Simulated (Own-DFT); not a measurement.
# Point defects and the pressure they add: 2H SiC

Source: density functional calculations with Own-DFT, an unreviewed in-house program that is no longer used. Nothing was measured or relaxed, and spin and spin-orbit coupling are left out.

All runs used: PBE; PseudoDojo norm-conserving scalar-relativistic files; cutoff 42 hartree; 4 x 4 x 3 k mesh centred on Gamma; Fermi-Dirac smearing of 0.1 eV.

Limits (not all hold for every row): not probed for a lower state with spin; forces on such cells moved up to 12 meV/angstrom on a denser k mesh; forces on such cells passed a denser k mesh, each cell not checked; stress not checked against mesh or cutoff.

All runs share one cell, with vectors in Å (9.248, 0.000, 0.000); (-4.624, 8.009, 0.000); (0.000, 0.000, 10.068) and a volume of 745.7 Å³. The atoms are randomly displaced, by u rms on each axis. The defect's site can differ from row to row.

| cell | formula | u (Å) | P (GPa) |
|---|---|---|---|
| no defect | C36Si36 | 0.0282 | 3.67 |
| no defect | C36Si36 | 0.0576 | 6.10 |
| no defect | C36Si36 | 0.0608 | 6.54 |
| one Al on a Si site and one N on a C site | AlC35NSi35 | 0.0264 | 3.84 |
| one Al on a Si site and one N on a C site | AlC35NSi35 | 0.0488 | 5.43 |
| one Al on a Si site and one N on a C site | AlC35NSi35 | 0.0497 | 5.14 |
| two N on a C site each | C34N2Si36 | 0.0312 | 3.10 |
| two N on a C site each | C34N2Si36 | 0.0491 | 4.16 |
| two N on a C site each | C34N2Si36 | 0.0501 | 4.38 |
| one C on a Si site | C37Si35 | 0.0289 | 1.77 |
| one C on a Si site | C37Si35 | 0.0494 | 3.29 |
| one C on a Si site | C37Si35 | 0.0527 | 3.53 |
| one C vacancy | C35Si36 | 0.0283 | 3.68 |
| one C vacancy | C35Si36 | 0.0290 | 3.71 |
| one C vacancy | C35Si36 | 0.0296 | ? |
| one C vacancy | C35Si36 | 0.0318 | 3.87 |

## Worked fit

P = P0 + c u² + a shift for each defect gives P0 = 3.06 GPa, c = 912 ± 39 GPa/Å² and a scatter of 0.13 GPa. The shifts, and each times the cell's volume:

- one Al on a Si site and one N on a C site: 0.05 ± 0.11 GPa, 0.2 eV (not resolved)
- one C vacancy: -0.12 ± 0.12 GPa, -0.5 eV (not resolved)
- two N on a C site each: -0.97 ± 0.11 GPa, -4.5 eV (-2.3 eV for each of its 2 sites)
- one C on a Si site: -2.04 ± 0.10 GPa, -9.5 eV

Against the defect-free cell, a freed cell would be larger where the shift is positive and smaller where it is negative (160.2 GPa Å³ is 1 eV). The atoms around the defects weren't relaxed, which would change these numbers.

## Prediction

The question: what pressure belongs in the blank (one C vacancy, u = 0.0296 Å)?

Estimate: 3.75 ± 0.14 GPa. The calculation gave 3.69 GPa.
